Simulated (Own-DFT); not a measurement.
Simulation results for Hf$_{36}$O$_{71}$ (tetragonal hafnia with one neutral oxygen vacancy, atoms displaced)

Computed with Own-DFT development build. A calculation, not a measurement: plane-wave PBE and HSE06 DFT by an unreviewed code, no spin, of a simulated cell at Gamma alone, so results move with cell size and shape, stress positive in tension, energies less offsets, not probed for a lower state with spin; hafnium file: forces about 75 meV/angstrom off all-electron values; oxygen file: force components 24 meV/angstrom off all-electron in a glass; k mesh not checked against a denser one; forces and stress are PBE's, HSE06 gives the energy alone, and its difference from PBE has offsets of its own; offsets are fitted by least squares, one for each functional and potential file, so energies compare only between cells with the same atoms and settings and are not formation energies; the far tail of each file's local potential was reset to the Coulomb form; each entry is a single point on an unrelaxed cell, so the pressure reflects the starting lattice, taken from the Materials Project, from which strain is counted, and rises with the displacements; printed positions are rounded, which can move forces by about a meV/angstrom; the program is a retired in-house code; no spin-orbit coupling.

Settings shared by all entries: first functional PBE; second functional HSE06; exact exchange share 0.25; screening 0.11 1/bohr; exchange divergence Gygi-Baldereschi; potential files PseudoDojo norm-conserving, scalar-relativistic, made for PBE, standard set; wave cutoff 48 hartree; occupations fixed; k mesh 1 x 1 x 1 centred on Gamma.

(1) Hf$_{36}$O$_{71}$ (tetragonal hafnia with one neutral oxygen vacancy, atoms displaced)

```cif
# cell vector a (Å): 10.7800 0.0000 0.0000
# cell vector b (Å): 0.0000 10.7800 0.0000
# cell vector c (Å): 0.0000 0.0000 10.4493
data_Hf36O71
_symmetry_space_group_name_H-M 'P 1'
_symmetry_Int_Tables_number 1
_cell_length_a 10.7800
_cell_length_b 10.7800
_cell_length_c 10.4493
_cell_angle_alpha 90.000
_cell_angle_beta 90.000
_cell_angle_gamma 90.000
_cell_volume 1214.30
loop_
_atom_site_label
_atom_site_type_symbol
_atom_site_fract_x
_atom_site_fract_y
_atom_site_fract_z
_atom_site_occupancy
Hf1 Hf 0.00510 0.00090 0.99136 1
Hf2 Hf 0.17416 0.15893 0.24851 1
O1 O 0.99593 0.16403 0.15359 1
O2 O 0.16637 0.00473 0.35025 1
O3 O 0.00867 0.16657 0.39974 1
O4 O 0.16977 0.00419 0.10014 1
Hf3 Hf 0.00167 0.99957 0.50192 1
Hf4 Hf 0.16027 0.16334 0.75039 1
O5 O 0.00378 0.17362 0.64873 1
O6 O 0.16735 0.99637 0.84868 1
O7 O 0.99284 0.17302 0.89869 1
O8 O 0.16134 0.99610 0.60357 1
Hf5 Hf 0.99913 0.34106 0.99364 1
Hf6 Hf 0.16612 0.49371 0.24982 1
O9 O 0.00682 0.50244 0.15381 1
O10 O 0.16295 0.33517 0.34662 1
O11 O 0.00267 0.49099 0.40208 1
O12 O 0.16221 0.33184 0.09868 1
Hf7 Hf 0.00348 0.33205 0.50150 1
Hf8 Hf 0.16940 0.50650 0.74660 1
O13 O 0.00426 0.48898 0.65566 1
O14 O 0.16450 0.32738 0.84637 1
O15 O 0.00363 0.50167 0.89817 1
O16 O 0.16498 0.33287 0.59706 1
Hf9 Hf 0.00267 0.66580 0.00405 1
Hf10 Hf 0.17023 0.82873 0.24425 1
O17 O 0.99594 0.83637 0.15490 1
O18 O 0.17257 0.66699 0.34659 1
O19 O 0.00082 0.84142 0.39771 1
O20 O 0.15524 0.67070 0.09606 1
Hf11 Hf 0.99836 0.66999 0.50323 1
Hf12 Hf 0.15868 0.83378 0.74682 1
O21 O 0.00776 0.83605 0.65226 1
O22 O 0.16585 0.66089 0.84958 1
O23 O 0.99621 0.83883 0.90135 1
O24 O 0.17026 0.66465 0.59243 1
Hf13 Hf 0.33788 0.00513 0.00529 1
Hf14 Hf 0.49989 0.16750 0.25233 1
O25 O 0.32721 0.16885 0.14996 1
O26 O 0.49991 0.99640 0.34979 1
O27 O 0.33693 0.17122 0.39727 1
O28 O 0.49657 0.00029 0.09261 1
Hf15 Hf 0.33837 0.99789 0.50161 1
Hf16 Hf 0.49992 0.17768 0.75818 1
O29 O 0.33079 0.16340 0.65500 1
O30 O 0.50152 0.99958 0.84880 1
O31 O 0.32327 0.15979 0.90790 1
O32 O 0.49558 0.99904 0.59633 1
Hf17 Hf 0.33468 0.33568 0.00101 1
Hf18 Hf 0.50118 0.49683 0.25794 1
O33 O 0.33857 0.49788 0.15586 1
O34 O 0.49994 0.32978 0.34935 1
O35 O 0.33235 0.49750 0.40014 1
O36 O 0.49863 0.34024 0.09865 1
Hf19 Hf 0.33372 0.33684 0.50606 1
Hf20 Hf 0.49372 0.49634 0.75472 1
O37 O 0.33395 0.49942 0.65095 1
O38 O 0.49755 0.32961 0.85357 1
O39 O 0.33776 0.50910 0.90530 1
O40 O 0.50528 0.34009 0.59347 1
Hf21 Hf 0.33682 0.66890 0.99546 1
Hf22 Hf 0.50314 0.82788 0.25258 1
O41 O 0.33101 0.83344 0.14492 1
O42 O 0.49775 0.66604 0.33990 1
O43 O 0.33231 0.82982 0.40127 1
O44 O 0.50061 0.67118 0.09500 1
Hf23 Hf 0.33020 0.66150 0.49357 1
Hf24 Hf 0.50006 0.83464 0.74732 1
O45 O 0.32781 0.83268 0.65375 1
O46 O 0.50417 0.66397 0.85590 1
O47 O 0.33737 0.82660 0.90653 1
O48 O 0.50475 0.66367 0.60455 1
Hf25 Hf 0.66324 0.99404 0.99319 1
Hf26 Hf 0.83928 0.17134 0.24926 1
O49 O 0.83440 0.00263 0.35029 1
O50 O 0.66419 0.16777 0.39864 1
O51 O 0.82828 0.99767 0.09486 1
Hf27 Hf 0.66630 0.00802 0.50376 1
Hf28 Hf 0.83187 0.17208 0.74976 1
O52 O 0.66413 0.16062 0.65595 1
O53 O 0.83005 0.00113 0.84246 1
O54 O 0.66147 0.17043 0.89261 1
O55 O 0.84239 0.99856 0.59613 1
Hf29 Hf 0.66839 0.34019 0.99602 1
Hf30 Hf 0.83118 0.49806 0.25135 1
O56 O 0.66814 0.49003 0.15553 1
O57 O 0.83718 0.33329 0.34365 1
O58 O 0.67144 0.49846 0.40301 1
O59 O 0.84429 0.33910 0.09961 1
Hf31 Hf 0.67219 0.32646 0.49915 1
Hf32 Hf 0.83042 0.49734 0.75306 1
O60 O 0.65966 0.49712 0.64760 1
O61 O 0.83504 0.33523 0.85262 1
O62 O 0.65807 0.49868 0.89765 1
O63 O 0.82770 0.33866 0.59219 1
Hf33 Hf 0.66191 0.66969 0.00786 1
Hf34 Hf 0.83558 0.83377 0.24685 1
O64 O 0.66687 0.82686 0.15530 1
O65 O 0.83114 0.66673 0.33812 1
O66 O 0.66372 0.84097 0.39803 1
O67 O 0.82500 0.66531 0.09428 1
Hf35 Hf 0.66910 0.66662 0.50481 1
Hf36 Hf 0.82897 0.82749 0.74957 1
O68 O 0.66317 0.84017 0.66062 1
O69 O 0.83994 0.68018 0.84398 1
O70 O 0.66208 0.83752 0.89257 1
O71 O 0.82527 0.66597 0.59072 1
```

* PBE energy of cell above offsets: -96.761 eV
* HSE06 less PBE above offsets: 0.012 eV
* PBE pressure: 2.55 GPa
* PBE stress xx: -3.07 GPa
* PBE stress yy: -1.78 GPa
* PBE stress zz: -2.81 GPa
* PBE stress yz: 0.22 GPa
* PBE stress xz: -0.95 GPa
* PBE stress xy: 0.02 GPa

Force:
```tsv
element	x (eV/Å)	y (eV/Å)	z (eV/Å)
Hf	-0.833	0.99	1.59
Hf	-2.626	1.167	0.767
O	1.142	-0.348	-0.505
O	0.768	-1.786	-0.144
O	-0.779	0.2	0.805
O	-0.726	-0.339	-0.276
Hf	0.396	1.095	-1.541
Hf	1.172	0.056	0.042
O	-1.692	-0.009	0.299
O	-0.718	0.153	0.193
O	0.219	-1.088	-0.143
O	1.165	0.317	-0.23
Hf	1.313	-1.129	1.139
Hf	0.392	-0.167	0.085
O	-1.577	0.465	-0.535
O	0.603	-0.679	0.204
O	-0.329	2.709	0.537
O	0.867	0.602	-0.667
Hf	0.355	-0.923	-0.908
Hf	-0.652	-1.756	0.651
O	-1.514	1.165	-0.104
O	0.635	1.681	-0.167
O	-0.777	0.651	0.09
O	1.284	0.213	0.031
Hf	-1.633	0.417	-0.794
Hf	-0.454	1.07	0.594
O	1.072	-0.24	-0.877
O	-0.44	-0.44	0.081
O	-0.075	-2.325	0.896
O	2.724	0.333	0.625
Hf	0.606	-0.172	-1.908
Hf	2.606	0.382	1.473
O	-2.957	-1.579	-1.204
O	-0.305	1.343	-0.355
O	0.556	-1.122	0.016
O	-1.365	-0.484	0.597
Hf	-1.374	-1.828	-1
Hf	0.134	-0.316	-0.356
O	2.685	0.124	-0.405
O	-0.423	0.857	-0.455
O	-0.113	-0.484	0.938
O	1.824	0.409	1.365
Hf	-1.622	0.352	-0.51
Hf	-0.576	-3.409	-1.315
O	0.475	0.596	0.043
O	-0.392	0.798	-0.505
O	0.911	2.077	-0.668
O	1.044	-0.218	0.302
Hf	-1.371	-0.365	0.72
Hf	0.08	-0.988	-1.077
O	-0.915	0.208	-0.259
O	0.131	0.646	-0.078
O	0.438	-0.045	0.431
O	0.441	-0.923	-0.4
Hf	-0.413	-1.343	-0.928
Hf	1.398	1.807	-0.59
O	-0.093	-0.174	-0.065
O	-0.731	1.659	0.468
O	-0.2	-2.638	-1.037
O	-0.884	-0.852	1.132
Hf	-0.364	0.936	1.349
Hf	-0.455	1.233	-0.373
O	0.511	-0.298	1.176
O	0.094	-0.571	1.381
O	0.16	0.281	0.06
O	-0.255	-0.23	1.018
Hf	0.978	1.137	0.319
Hf	-1.475	-0.433	1.031
O	0.575	-0.008	-0.166
O	-0.257	0.279	-1.09
O	-0.037	1.607	-0.867
O	-0.918	0.433	-0.848
Hf	0.76	1.552	0.309
Hf	-0.38	-1.444	-0.492
O	-0.257	0.195	-0.523
O	-0.066	-0.438	0.063
O	-0.003	0.109	-0.557
Hf	0.623	-1.351	-0.735
Hf	0.768	-1.703	0.274
O	0.217	0.403	-0.983
O	0.023	0.315	-0.103
O	0.477	0.206	1.447
O	-1.76	0.333	0.358
Hf	0.25	-1.501	1.978
Hf	0.82	-0.205	-0.398
O	-0.59	0.585	-0.61
O	-0.477	-0.177	0.88
O	-0.204	0.277	0.064
O	-1.809	-0.047	-0.556
Hf	-1.489	1.631	-0.895
Hf	-0.191	0.626	-0.797
O	1.425	0.328	1.409
O	-0.593	0.646	-0.675
O	1.161	0.789	0.153
O	1.373	-0.371	1.587
Hf	-0.39	0.37	-1.54
Hf	-0.522	1.6	0.797
O	-0.45	0.189	-1.094
O	0.504	0.094	1.204
O	0.022	-1.201	1.316
O	1.693	-0.362	-0.029
Hf	-2.458	-0.042	-1.899
Hf	0.442	3.582	-0.507
O	0.878	-0.225	-1.806
O	-0.358	-4.109	0.573
O	0.406	-1.611	1.242
O	2.721	0.218	1.449
```

(2) Hf$_{36}$O$_{71}$ (tetragonal hafnia with one neutral oxygen vacancy, atoms displaced)

```cif
# cell vector a (Å): 10.7800 0.0000 0.0000
# cell vector b (Å): 0.0000 10.7800 0.0000
# cell vector c (Å): 0.0000 0.0000 10.4493
data_Hf36O71
_symmetry_space_group_name_H-M 'P 1'
_symmetry_Int_Tables_number 1
_cell_length_a 10.7800
_cell_length_b 10.7800
_cell_length_c 10.4493
_cell_angle_alpha 90.000
_cell_angle_beta 90.000
_cell_angle_gamma 90.000
_cell_volume 1214.30
loop_
_atom_site_label
_atom_site_type_symbol
_atom_site_fract_x
_atom_site_fract_y
_atom_site_fract_z
_atom_site_occupancy
Hf1 Hf 0.99751 0.99303 0.99741 1
Hf2 Hf 0.16545 0.16829 0.25236 1
O1 O 0.99524 0.16774 0.15046 1
O2 O 0.16549 0.00327 0.34145 1
O3 O 0.99691 0.15622 0.39933 1
O4 O 0.17647 0.00131 0.10027 1
Hf3 Hf 0.99391 0.99837 0.50436 1
Hf4 Hf 0.17321 0.16406 0.74168 1
O5 O 0.99932 0.16161 0.64595 1
O6 O 0.16942 0.00891 0.83725 1
O7 O 0.99838 0.15686 0.89709 1
O8 O 0.17018 0.99717 0.59225 1
Hf5 Hf 0.99810 0.33820 0.99167 1
Hf6 Hf 0.16762 0.50221 0.25180 1
O9 O 0.00104 0.50186 0.15179 1
O10 O 0.16473 0.33323 0.35287 1
O11 O 0.00279 0.50248 0.40456 1
O12 O 0.17133 0.33115 0.08911 1
Hf7 Hf 0.00147 0.32724 0.50618 1
Hf8 Hf 0.17596 0.50173 0.74482 1
O13 O 0.00460 0.50289 0.66088 1
O14 O 0.17223 0.32933 0.84545 1
O15 O 0.99923 0.50975 0.90047 1
O16 O 0.17114 0.33461 0.59828 1
Hf9 Hf 0.00232 0.66828 0.99679 1
Hf10 Hf 0.16047 0.83953 0.25484 1
O17 O 0.00856 0.84039 0.15787 1
O18 O 0.16023 0.66769 0.35026 1
O19 O 0.00220 0.83997 0.40363 1
Hf11 Hf 0.00230 0.66942 0.50499 1
Hf12 Hf 0.17432 0.83651 0.74537 1
O20 O 0.99906 0.84005 0.65347 1
O21 O 0.15740 0.66779 0.84423 1
O22 O 0.99418 0.82320 0.90159 1
O23 O 0.16964 0.67217 0.59128 1
Hf13 Hf 0.33231 0.99798 0.00352 1
Hf14 Hf 0.49821 0.16338 0.25109 1
O24 O 0.32756 0.16840 0.15151 1
O25 O 0.50411 0.99625 0.34752 1
O26 O 0.33435 0.16644 0.40364 1
O27 O 0.50478 0.00788 0.10599 1
Hf15 Hf 0.32581 0.99462 0.49987 1
Hf16 Hf 0.50037 0.15923 0.75038 1
O28 O 0.33500 0.16464 0.64990 1
O29 O 0.49903 0.00078 0.84828 1
O30 O 0.33867 0.16348 0.90724 1
O31 O 0.49841 0.99704 0.60336 1
Hf17 Hf 0.33091 0.33317 0.00170 1
Hf18 Hf 0.49276 0.49862 0.25210 1
O32 O 0.32855 0.50982 0.15961 1
O33 O 0.50045 0.32495 0.35379 1
O34 O 0.33273 0.49636 0.39772 1
O35 O 0.50698 0.31954 0.09911 1
Hf19 Hf 0.32901 0.32622 0.49844 1
Hf20 Hf 0.50468 0.49670 0.75713 1
O36 O 0.33632 0.49267 0.65502 1
O37 O 0.50314 0.33359 0.84763 1
O38 O 0.33782 0.49607 0.90240 1
O39 O 0.50458 0.32956 0.59345 1
Hf21 Hf 0.33464 0.65917 0.00729 1
Hf22 Hf 0.49365 0.83091 0.25828 1
O40 O 0.33809 0.83180 0.14709 1
O41 O 0.50021 0.66839 0.35206 1
O42 O 0.33486 0.82745 0.39488 1
O43 O 0.49721 0.66820 0.10613 1
Hf23 Hf 0.32378 0.66334 0.49367 1
Hf24 Hf 0.49785 0.84496 0.74188 1
O44 O 0.33673 0.83583 0.64847 1
O45 O 0.50422 0.66581 0.84534 1
O46 O 0.33488 0.84513 0.90433 1
O47 O 0.50539 0.67823 0.59825 1
Hf25 Hf 0.66693 0.99853 0.00093 1
Hf26 Hf 0.82674 0.16278 0.25287 1
O48 O 0.66841 0.16352 0.15756 1
O49 O 0.83504 0.00521 0.34805 1
O50 O 0.66528 0.16819 0.40638 1
O51 O 0.83277 0.00127 0.09991 1
Hf27 Hf 0.66243 0.00394 0.50020 1
Hf28 Hf 0.83473 0.16887 0.75213 1
O52 O 0.66049 0.16566 0.65090 1
O53 O 0.84129 0.99741 0.84826 1
O54 O 0.66637 0.16468 0.90542 1
O55 O 0.83085 0.99842 0.59580 1
Hf29 Hf 0.67348 0.33579 0.00708 1
Hf30 Hf 0.83583 0.50024 0.25339 1
O56 O 0.66699 0.50616 0.15714 1
O57 O 0.83571 0.33490 0.34948 1
O58 O 0.66857 0.49041 0.40403 1
O59 O 0.83538 0.33418 0.09048 1
Hf31 Hf 0.66198 0.33540 0.50069 1
Hf32 Hf 0.82778 0.50127 0.74444 1
O60 O 0.67506 0.50763 0.65655 1
O61 O 0.82351 0.33750 0.85860 1
O62 O 0.66687 0.50312 0.90749 1
O63 O 0.83353 0.32844 0.59561 1
Hf33 Hf 0.66145 0.66447 0.99215 1
Hf34 Hf 0.83204 0.83396 0.24181 1
O64 O 0.67278 0.83388 0.15374 1
O65 O 0.83412 0.66661 0.34302 1
O66 O 0.66819 0.83006 0.40260 1
O67 O 0.83345 0.66774 0.09976 1
Hf35 Hf 0.66276 0.66226 0.49360 1
Hf36 Hf 0.82721 0.82816 0.75279 1
O68 O 0.66186 0.83295 0.65947 1
O69 O 0.83937 0.66017 0.84867 1
O70 O 0.66324 0.83657 0.90426 1
O71 O 0.83343 0.66545 0.59945 1
```

* PBE energy of cell above offsets: -97.272 eV
* HSE06 less PBE above offsets: 0.016 eV
* PBE pressure: 2.47 GPa
* PBE stress xx: -2.82 GPa
* PBE stress yy: -1.52 GPa
* PBE stress zz: -3.08 GPa
* PBE stress yz: 0.05 GPa
* PBE stress xz: 0.77 GPa
* PBE stress xy: -0.04 GPa

Force:
```tsv
element	x (eV/Å)	y (eV/Å)	z (eV/Å)
Hf	0.147	1.08	0.374
Hf	-1.128	0.131	-1.424
O	0.852	0.017	0.187
O	0.939	-0.155	1.308
O	0.654	1.924	0.751
O	-2.271	-0.314	-0.444
Hf	-0.481	0.279	-0.498
Hf	-1.144	1.293	1.136
O	0.533	0.593	0.498
O	-0.215	-2.311	0.718
O	-0.308	1.867	0.183
O	-0.827	-0.001	0.433
Hf	0.524	-0.565	0.408
Hf	-2.236	-0.176	0.313
O	0.601	-0.17	0.124
O	0.108	-0.207	-0.357
O	-0.098	-0.396	0.777
O	-1.539	0.591	1.099
Hf	-0.565	0.142	-1.743
Hf	-1.51	-0.706	1.756
O	-0.116	-0.266	-1.098
O	-0.371	0.568	-0.431
O	0.378	-2.354	0.552
O	-0.969	-0.243	0.171
Hf	-0.069	-1.505	1.241
Hf	1.796	-0.515	-0.69
O	-1.573	-0.374	-1.43
O	0.684	0.037	-0.537
O	0.257	-1.306	0.042
Hf	-1.578	-0.213	-1.044
Hf	-1.115	-0.011	1.115
O	0.487	-0.481	0.322
O	1.543	0.382	-0.299
O	0.331	2.441	0.07
O	-0.205	-0.123	1.38
Hf	1.371	1.143	0.686
Hf	-0.016	0.039	-0.96
O	0.906	0.362	0.986
O	-0.33	0.407	1.013
O	-0.294	-1.251	-0.101
O	-0.715	-0.479	-0.9
Hf	1.792	0.442	-0.99
Hf	0.183	1.541	0.865
O	0.271	-0.002	-0.434
O	0.468	0.04	0.319
O	-0.096	0.85	-0.648
O	-0.525	0.234	-0.754
Hf	1.307	-2.099	-0.84
Hf	1.97	-0.287	0.405
O	0.871	-0.107	-1.508
O	-0.374	1.607	-0.909
O	0.04	0.303	0.537
O	-1.521	1.291	0.388
Hf	1.665	0.698	0.071
Hf	-0.177	0.271	-0.55
O	0.82	0.8	-0.842
O	0.061	-0.332	-0.327
O	-0.238	1.04	0.344
O	-1.511	0.682	0.848
Hf	-0.409	1.737	-0.451
Hf	1.325	0.296	-1.685
O	-1.035	-0.316	0.751
O	0.067	-1.723	-0.031
O	-0.424	0.757	0.782
O	0.473	-0.617	-0.783
Hf	2.877	-0.034	-0.004
Hf	0.613	-1.903	1.465
O	-1.336	-0.072	-0.677
O	-0.322	0.377	0.485
O	-0.596	-2.895	-1.209
O	-1.487	-1.028	-0.81
Hf	-0.403	0.525	0.759
Hf	1.74	0.984	-0.042
O	-0.222	0.334	-0.24
O	-0.634	-1.702	0.234
O	0.107	-0.302	-0.313
O	0.56	-0.507	-0.515
Hf	0.673	-0.672	-0.241
Hf	-0.468	-0.446	0.383
O	1.328	-0.458	0.569
O	-0.525	-0.107	-0.301
O	0.339	0.068	-0.182
O	-0.824	0.145	0.457
Hf	-1.03	-0.711	-0.866
Hf	0.126	0.139	-0.421
O	-0.701	-0.609	-0.042
O	0.295	-0.54	-0.351
O	-0.487	2.05	-0.387
O	0.55	0.335	1.367
Hf	0.834	-1.625	-0.17
Hf	2.912	0.025	1.697
O	-3.02	-0.604	-1.225
O	1.007	-0.55	-1.895
O	-0.334	-1.017	-0.769
O	0.106	0.169	1.042
Hf	0.539	1.228	2.014
Hf	-0.079	-0.272	1.168
O	-1.845	0.142	-0.257
O	0.085	0.2	0.691
O	0.09	0.554	0.45
O	0.347	0.445	-0.884
Hf	0.392	0.731	0.633
Hf	0.637	0.162	-0.182
O	1.417	0.419	-0.66
O	-1.34	0.998	-0.278
O	0.558	-0.613	-0.335
O	0.085	0.361	-0.403
```

(3) Hf$_{36}$O$_{71}$ (tetragonal hafnia with one neutral oxygen vacancy, atoms displaced)

```cif
# cell vector a (Å): 10.7800 0.0000 0.0000
# cell vector b (Å): 0.0000 10.7800 0.0000
# cell vector c (Å): 0.0000 0.0000 10.4493
data_Hf36O71
_symmetry_space_group_name_H-M 'P 1'
_symmetry_Int_Tables_number 1
_cell_length_a 10.7800
_cell_length_b 10.7800
_cell_length_c 10.4493
_cell_angle_alpha 90.000
_cell_angle_beta 90.000
_cell_angle_gamma 90.000
_cell_volume 1214.30
loop_
_atom_site_label
_atom_site_type_symbol
_atom_site_fract_x
_atom_site_fract_y
_atom_site_fract_z
_atom_site_occupancy
Hf1 Hf 0.01221 0.00157 0.99243 1
Hf2 Hf 0.16383 0.15837 0.26799 1
O1 O 0.00970 0.17417 0.14597 1
O2 O 0.98096 0.16604 0.40546 1
O3 O 0.16236 0.00730 0.09693 1
Hf3 Hf 0.99879 0.99541 0.49355 1
Hf4 Hf 0.17514 0.16183 0.74529 1
O4 O 0.00052 0.16155 0.64903 1
O5 O 0.17721 0.99035 0.85218 1
O6 O 0.00244 0.17002 0.90104 1
O7 O 0.17494 0.99839 0.59868 1
Hf5 Hf 0.00042 0.32544 0.99029 1
Hf6 Hf 0.17018 0.50435 0.24625 1
O8 O 0.00706 0.49868 0.14285 1
O9 O 0.16543 0.32809 0.34736 1
O10 O 0.99839 0.49500 0.38951 1
O11 O 0.16626 0.32643 0.09348 1
Hf7 Hf 0.00759 0.34066 0.49371 1
Hf8 Hf 0.16545 0.48630 0.74510 1
O12 O 0.99698 0.49996 0.65493 1
O13 O 0.17020 0.34468 0.84237 1
O14 O 0.00607 0.49186 0.90447 1
O15 O 0.16045 0.33809 0.61034 1
Hf9 Hf 0.00827 0.66329 0.99833 1
Hf10 Hf 0.16914 0.81768 0.24626 1
O16 O 0.99474 0.84223 0.15790 1
O17 O 0.15989 0.66156 0.34795 1
O18 O 0.00176 0.84700 0.40687 1
O19 O 0.15544 0.66274 0.08945 1
Hf11 Hf 0.99840 0.66180 0.51414 1
Hf12 Hf 0.17569 0.84188 0.74974 1
O20 O 0.01464 0.84289 0.63129 1
O21 O 0.16092 0.66564 0.84744 1
O22 O 0.98916 0.84306 0.90080 1
O23 O 0.15978 0.66207 0.59633 1
Hf13 Hf 0.33265 0.01613 0.99674 1
Hf14 Hf 0.50085 0.16242 0.24279 1
O24 O 0.33915 0.16991 0.14881 1
O25 O 0.49239 0.00147 0.35595 1
O26 O 0.33840 0.16058 0.40362 1
O27 O 0.50143 0.99178 0.10158 1
Hf15 Hf 0.32796 0.99773 0.50543 1
Hf16 Hf 0.50211 0.15652 0.74448 1
O28 O 0.34210 0.16012 0.65146 1
O29 O 0.50146 0.00066 0.85498 1
O30 O 0.34122 0.16521 0.91289 1
O31 O 0.49004 0.99483 0.60778 1
Hf17 Hf 0.33185 0.32993 0.98245 1
Hf18 Hf 0.49912 0.49904 0.24580 1
O32 O 0.34111 0.50979 0.15542 1
O33 O 0.49597 0.32921 0.35080 1
O34 O 0.33286 0.50698 0.39778 1
O35 O 0.50568 0.33673 0.10468 1
Hf19 Hf 0.31979 0.34546 0.49058 1
Hf20 Hf 0.49472 0.51141 0.74247 1
O36 O 0.34317 0.50018 0.65378 1
O37 O 0.50490 0.33453 0.85515 1
O38 O 0.33427 0.49897 0.91306 1
O39 O 0.50258 0.32477 0.60084 1
Hf21 Hf 0.33046 0.67646 0.99733 1
Hf22 Hf 0.50226 0.83145 0.26582 1
O40 O 0.32164 0.83178 0.15341 1
O41 O 0.50302 0.67912 0.34992 1
O42 O 0.33626 0.84001 0.39061 1
O43 O 0.50111 0.67358 0.09015 1
Hf23 Hf 0.33989 0.67938 0.50357 1
Hf24 Hf 0.50838 0.83357 0.74193 1
O44 O 0.33288 0.83457 0.63956 1
O45 O 0.49909 0.66301 0.85229 1
O46 O 0.33806 0.83531 0.91455 1
O47 O 0.49359 0.67866 0.59363 1
Hf25 Hf 0.66881 0.00233 0.98545 1
Hf26 Hf 0.83875 0.16445 0.26296 1
O48 O 0.67399 0.16437 0.16417 1
O49 O 0.82730 0.00154 0.35485 1
O50 O 0.66486 0.17728 0.39478 1
O51 O 0.82481 0.00987 0.09960 1
Hf27 Hf 0.67327 0.98894 0.49576 1
Hf28 Hf 0.83853 0.15617 0.74886 1
O52 O 0.67271 0.15592 0.66080 1
O53 O 0.83992 0.00665 0.85187 1
O54 O 0.65291 0.15997 0.90509 1
O55 O 0.83224 0.00078 0.59346 1
Hf29 Hf 0.66803 0.33497 0.00122 1
Hf30 Hf 0.83185 0.50059 0.24837 1
O56 O 0.66418 0.49091 0.15931 1
O57 O 0.85355 0.32739 0.34887 1
O58 O 0.67629 0.49942 0.40681 1
O59 O 0.82629 0.33569 0.08619 1
Hf31 Hf 0.66211 0.34117 0.50183 1
Hf32 Hf 0.84041 0.49603 0.73919 1
O60 O 0.67173 0.48876 0.65189 1
O61 O 0.83068 0.33077 0.84937 1
O62 O 0.67567 0.49301 0.91531 1
O63 O 0.83511 0.32885 0.58494 1
Hf33 Hf 0.66986 0.66508 0.99550 1
Hf34 Hf 0.84030 0.82171 0.23199 1
O64 O 0.66393 0.83006 0.14690 1
O65 O 0.83194 0.66931 0.34702 1
O66 O 0.66160 0.83344 0.39373 1
O67 O 0.82203 0.67204 0.09229 1
Hf35 Hf 0.65833 0.66242 0.50115 1
Hf36 Hf 0.82467 0.81776 0.75563 1
O68 O 0.65335 0.82987 0.64673 1
O69 O 0.82635 0.67136 0.84178 1
O70 O 0.66370 0.83062 0.89794 1
O71 O 0.83551 0.64673 0.60509 1
```

- PBE energy of cell above offsets: -86.762 eV
- HSE06 less PBE above offsets: 0.585 eV
- PBE pressure: 5.75 GPa
- PBE stress xx: -4.72 GPa
- PBE stress yy: -7.18 GPa
- PBE stress zz: -5.34 GPa
- PBE stress yz: 2.01 GPa
- PBE stress xz: -0.61 GPa
- PBE stress xy: -0.08 GPa

Force:
```tsv
element	x (eV/Å)	y (eV/Å)	z (eV/Å)
Hf	-3.224	1.294	2.305
Hf	0.415	-0.658	-3.232
O	-0.932	-0.518	1.599
O	3.05	-0.034	0.183
O	1.516	-0.323	0.568
Hf	-0.445	2.16	1.584
Hf	-1.592	0.095	-0.895
O	2.049	0.038	0.972
O	-0.397	2.924	-0.009
O	1.301	-2.031	-1.933
O	-1.925	0.903	1.358
Hf	-1.022	1.206	3.713
Hf	-0.526	-1.718	-1.262
O	-1.394	0.872	0.965
O	0.526	1.184	1.333
O	0.553	1.649	1.437
O	1.228	1.164	-0.791
Hf	-3.6	-1.904	-0.735
Hf	0.362	4.843	0.304
O	2.161	-0.16	-1.737
O	0.769	-5.174	1.612
O	-0.532	2.079	-1.52
O	1.641	-0.347	-1.251
Hf	-2.71	-0.941	-2.024
Hf	-0.9	2.626	0.897
O	3.531	-0.675	-2.219
O	0.199	0.507	0.058
O	0.31	-4.562	-2.539
O	3.035	0.674	2.393
Hf	0.425	1.557	-2.886
Hf	-1.478	-2.9	-1.23
O	-1.325	-1.511	3.078
O	0.091	0.82	-0.512
O	0.437	-2.395	-0.636
O	2.352	-0.473	0.06
Hf	1.65	-4.629	4.632
Hf	1.739	0.034	0.737
O	-1.726	-0.632	0.258
O	1.064	-0.419	-0.077
O	-2.009	1.415	0.469
O	-0.606	0.87	-0.629
Hf	2.554	1.135	-2.431
Hf	2.643	1.894	0.911
O	-2.997	0.676	0.553
O	-0.687	-1.416	-1.253
O	-0.955	1.637	-4.754
O	1.82	-0.331	-0.088
Hf	1.298	1.971	4.471
Hf	0.214	-1.545	-0.145
O	-2.036	0.251	-0.001
O	-0.662	2.02	0.007
O	-0.122	0.275	0.964
O	-1.528	0.048	-0.403
Hf	3.426	-2.199	-0.163
Hf	2.722	-3.573	3.364
O	-2.881	-0.041	-1.591
O	-1.171	0.432	-1.697
O	-0.23	1.459	-1.845
O	-1.224	0.688	-0.447
Hf	1.517	-1.579	1.195
Hf	0.516	4.465	-4.839
O	1.015	-0.993	-0.209
O	-0.172	-4.914	2.225
O	-1.385	-1.537	1.42
O	-0.289	-0.552	0.568
Hf	-3.596	-0.227	-2.195
Hf	-3.514	1.562	3.517
O	-0.226	-1.188	1.243
O	0.019	0.739	-1.773
O	-0.471	0.908	-2.31
O	1.988	-1.311	1.525
Hf	-0.141	-0.602	4.1
Hf	-1.272	-0.594	-2.589
O	-1.358	0.376	-1.095
O	-0.117	-1.686	-0.125
O	0.404	-1.057	2.055
O	2.109	-0.994	-0.813
Hf	-0.605	3.522	-1.057
Hf	-0.471	2.024	-0.723
O	-0.929	-0.047	-0.616
O	-0.909	-2.124	-0.427
O	0.532	1.943	-0.577
O	-0.17	-0.884	0.984
Hf	-1.579	-2.058	0.074
Hf	1.04	-1.808	-0.21
O	0.782	1.128	0.275
O	-1.058	3.001	-1.19
O	-0.541	1.321	-0.578
O	2.904	0.408	1.525
Hf	-0.081	-3.349	-0.316
Hf	-2.674	-2.29	3.133
O	-1.86	1.589	0.161
O	0.606	-0.55	-1.786
O	0.047	2.742	-1.61
O	0.733	0.903	1.068
Hf	-2.973	0.018	0.777
Hf	-4.74	2.445	1.952
O	0.711	-0.323	0.61
O	0.341	-0.51	0.379
O	0.234	-1.248	1.51
O	3.575	-0.688	0.829
Hf	2.016	0.513	-1.934
Hf	1.51	5.102	-1.288
O	4.501	-0.589	-1.453
O	0.53	-3.548	1.395
O	0.689	0.062	-2.034
O	-1.428	2.2	-0.628
```
